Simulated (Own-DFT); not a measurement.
Hf₃₂O₆₃ (monoclinic hafnia with one neutral oxygen vacancy, atoms displaced) (calculated)

A calculation, not a measurement: plane-wave PBE and HSE06 DFT by an unreviewed code, no spin, of a simulated cell at Gamma alone, so results move with cell size and shape, stress positive in tension, energies less offsets, not probed for a lower state with spin; hafnium file: forces about 75 meV/angstrom off all-electron values; oxygen file: force components 24 meV/angstrom off all-electron in a glass; k mesh not checked against a denser one; forces and stress are PBE's, HSE06 gives the energy alone, and its difference from PBE has offsets of its own; offsets are fitted by least squares, one for each functional and potential file, so energies compare only between cells with the same atoms and settings and are not formation energies; the far tail of each file's local potential was reset to the Coulomb form; each entry is a single point on an unrelaxed cell, so the pressure reflects the starting lattice, mostly measured values, from which strain is counted, and rises with the displacements; printed positions are rounded, which can move forces by about a meV/angstrom; the program is a retired in-house code; no spin-orbit coupling. Program: Own-DFT development build.

```xyz
95
Lattice="10.2340 0.0000 0.0000 0.0000 10.3500 0.0000 -1.6955 0.0000 10.4453" Properties=species:S:1:pos:R:3:force_x:R:1:force_y:R:1:force_z:R:1 formula=Hf32O63 first_functional=PBE second_functional=HSE06 exact_exchange_share=0.25 screening=0.11 exchange_divergence=Gygi-Baldereschi potential_files=PseudoDojo_norm-conserving,scalar-relativistic,made_for_PBE,standard_set wave_cutoff=48 occupations=fixed k_mesh=1_x_1_x_1_centred_on_Gamma PBE_energy_of_cell_above_offsets=-84.302 HSE06_less_PBE_above_offsets=0.473 PBE_pressure=6.87 PBE_stress_xx=-6.86 PBE_stress_yy=-6.82 PBE_stress_zz=-6.93 PBE_stress_yz=-0.54 PBE_stress_xz=-0.54 PBE_stress_xy=-0.72
Hf     1.0663     0.2654     1.0632      5.602     -1.436      0.339
Hf     3.4454     2.8833     1.5171      2.856     -3.514     -1.538
Hf     3.0083     4.9133     4.1397       3.24      0.951     -0.087
Hf     0.8123     2.4434     3.6810     -1.406     -3.562     -1.811
O      0.1320     1.7780     1.7641     -1.554      1.782      0.239
O      4.5810     4.3676     0.9591      0.547      0.557     -2.089
O      4.3027     3.5227     3.3262     -2.077      0.932      1.082
O     -0.2484     0.8165     4.3264      -1.05        0.1      0.563
O      1.9764     3.9235     2.3572     -1.298     -0.429      2.762
O      2.8325     1.3446     0.0544     -1.369      1.036     -0.021
O      2.3657     1.3502     2.7578      0.235     -0.057      0.219
O      1.4732     3.6980     4.9832      1.024       2.76        2.3
Hf     0.4749     0.1891     6.3521     -0.969     -1.561     -0.291
Hf     2.6555     2.7242     6.7099     -0.316      0.709      1.017
Hf     2.1384     5.0087     9.3230      2.679     -2.068      0.155
Hf    -0.0988     2.3265     8.9189      1.754     -0.039      1.167
O     -0.6952     1.6583     7.0797      -1.05       0.53     -0.328
O      3.9086     4.1849     6.0734     -1.171      0.351     -1.019
O      3.2137     3.3961     8.5902      1.765     -0.013      1.051
O     -1.3205     0.7834     9.6513      1.605      2.138     -0.533
O      1.0148     3.9186     7.7482     -0.653      0.035     -1.028
O      1.8277     1.2149     5.2664      2.019      1.186      0.991
O      1.6161     1.2519     7.8799     -1.009      0.235     -0.264
O      0.6534     3.9256    10.2941     -0.533     -1.645     -0.729
Hf     1.3222     5.2409     1.0332     -1.859      3.558      0.385
Hf     3.4413     7.8103     1.4773      0.436      3.261     -0.047
Hf     2.9656    10.1802     4.1211      1.433     -1.091     -1.767
Hf     0.9253     7.5253     3.8373     -2.424     -0.943     -3.813
O      0.1592     6.8516     1.7545     -0.121      0.498      0.427
O      4.5664     9.4765     0.8487      1.095     -0.519      -0.14
O      4.1658     8.5388     3.3268      0.355      0.491      1.454
O     -0.4109     6.0316     4.4517       1.46     -0.334      -0.32
O      2.0186     9.1174     2.4897     -1.594      0.053      0.904
O      1.2409     6.4146    10.4237     -0.963      0.741      1.212
O      2.4215     6.3421     2.7349     -0.205     -0.008      0.679
O      1.4815     8.9246     5.0775     -0.383      1.408      1.647
Hf     0.3408     5.2777     6.2645      0.447      0.528     -0.052
Hf     2.5156     7.8645     6.7764      3.557      3.833      1.477
Hf     2.2404    10.2372     9.3180     -2.588     -2.307      2.192
Hf     0.0282     7.3980     8.8710     -0.867      4.997      1.472
O     -0.8531     6.7616     6.8226      2.104      0.102      2.136
O      3.7272     9.4109     6.0251      0.048      0.795     -0.727
O      3.2126     8.7499     8.5638      3.221     -2.896       0.21
O     -1.1067     6.0749     9.6606     -2.041     -1.691     -0.747
O      1.0342     9.0719     7.8288     -1.297      0.226     -2.512
O      2.0080     6.5526     5.4621     -0.924     -3.601     -2.873
O      1.5993     6.4408     7.9310     -0.697     -1.074     -0.345
O      0.5872     8.9352    10.4232     -0.254      -0.89     -1.274
Hf     6.3839     0.0913     1.0640     -2.209      1.505      1.621
Hf     8.5821     2.7992     1.5451     -1.593     -0.879      0.166
Hf     8.0788     4.8739     4.1632     -0.219      2.635     -1.848
Hf     5.8719     2.4899     3.7781      1.133     -4.467     -4.156
O      5.2701     1.6620     1.7664     -1.305      1.035     -0.075
O      9.7435     4.3753     0.8064     -0.444     -0.608     -0.454
O      9.2583     3.5278     3.3738      2.234     -1.513      0.301
O      4.7871     0.8761     4.3577      -0.87     -0.467      1.021
O      7.0568     3.9113     2.4365     -0.582     -0.209      0.921
O      7.9373     1.3398     0.0339      0.059     -0.741      0.735
O      7.4487     1.2329     2.6906      1.305      0.093      0.399
O      6.5382     3.7343     5.0944       1.37      1.557      2.117
Hf     5.3933     0.1432     6.2875      0.933     -0.735      0.381
Hf     7.8022     2.6479     6.7177     -1.231      0.246      0.309
Hf     7.3409     4.9363     9.3225     -0.292      0.808      1.137
Hf     5.1616     2.3674     8.9226     -2.261     -1.385      -0.27
O      4.2729     1.6933     7.0681      1.236     -0.932     -0.468
O      8.8868     4.2963     6.0681     -0.903     -1.784      0.027
O      8.4954     3.5376     8.6599      1.181     -1.706     -0.442
O      3.8777     0.7517     9.6404      3.356      2.122     -0.272
O      6.2125     3.7885     7.7969      0.171      0.463     -0.873
O      7.1581     1.2625     5.3574     -0.372      1.085      0.677
O      6.6596     1.0463     7.9444     -0.426      2.784     -1.049
O      5.6851     3.6325    10.3836      0.787      2.704     -0.314
Hf     6.4321     5.3939     1.0045     -1.525     -0.731      3.316
Hf     8.6768     8.0145     1.5465     -0.149     -2.298      1.188
Hf     8.1912    10.0610     4.2861     -0.196      2.035     -4.334
Hf     5.9197     7.6439     3.6429     -0.301     -1.942      0.217
O      5.1793     6.7624     1.8196     -0.128      0.849     -0.068
O      9.8199     9.4851     0.9222     -2.566     -0.877     -0.379
O      9.2305     8.4993     3.4803      1.622     -0.217      0.288
O      4.8464     5.9719     4.4640     -1.485     -0.396     -0.448
O      6.9905     9.0408     2.5625      0.348      0.266     -1.367
O      7.8140     6.5707     0.1378      2.827      0.703     -0.566
O      7.4418     6.3450     2.7711      0.608      0.368     -0.636
O      6.6619     9.0840     5.1465     -2.001     -1.829      0.106
Hf     5.6068     5.3508     6.2819     -1.447      1.105      0.143
Hf     7.8223     7.8739     6.6880      -2.45      2.342      1.129
Hf     7.1922    10.1761     9.4438      0.746     -3.161       -1.9
Hf     5.1904     7.5211     8.9318     -0.942      1.841     -1.608
O      4.5411     6.9770     6.9153     -1.505     -0.414      0.983
O      8.8409     9.4937     5.9941      2.766      -0.25      2.369
O      8.4931     8.7030     8.6153      0.268     -1.594     -0.418
O      4.0444     6.0930     9.6903     -2.691     -1.245     -1.957
O      6.1136     9.0590     7.7126     -0.119     -0.405      0.638
O      7.1124     6.4099     5.2803      0.132      0.891      1.069
O      6.7319     6.3969     7.9091      0.327     -0.764      0.921
```

Units: screening in 1/bohr; wave_cutoff in hartree; PBE_energy_of_cell_above_offsets, HSE06_less_PBE_above_offsets in eV; PBE_pressure, PBE_stress_xx, PBE_stress_yy, PBE_stress_zz, PBE_stress_yz, PBE_stress_xz, PBE_stress_xy in GPa; force_x, force_y, force_z in eV/Å.
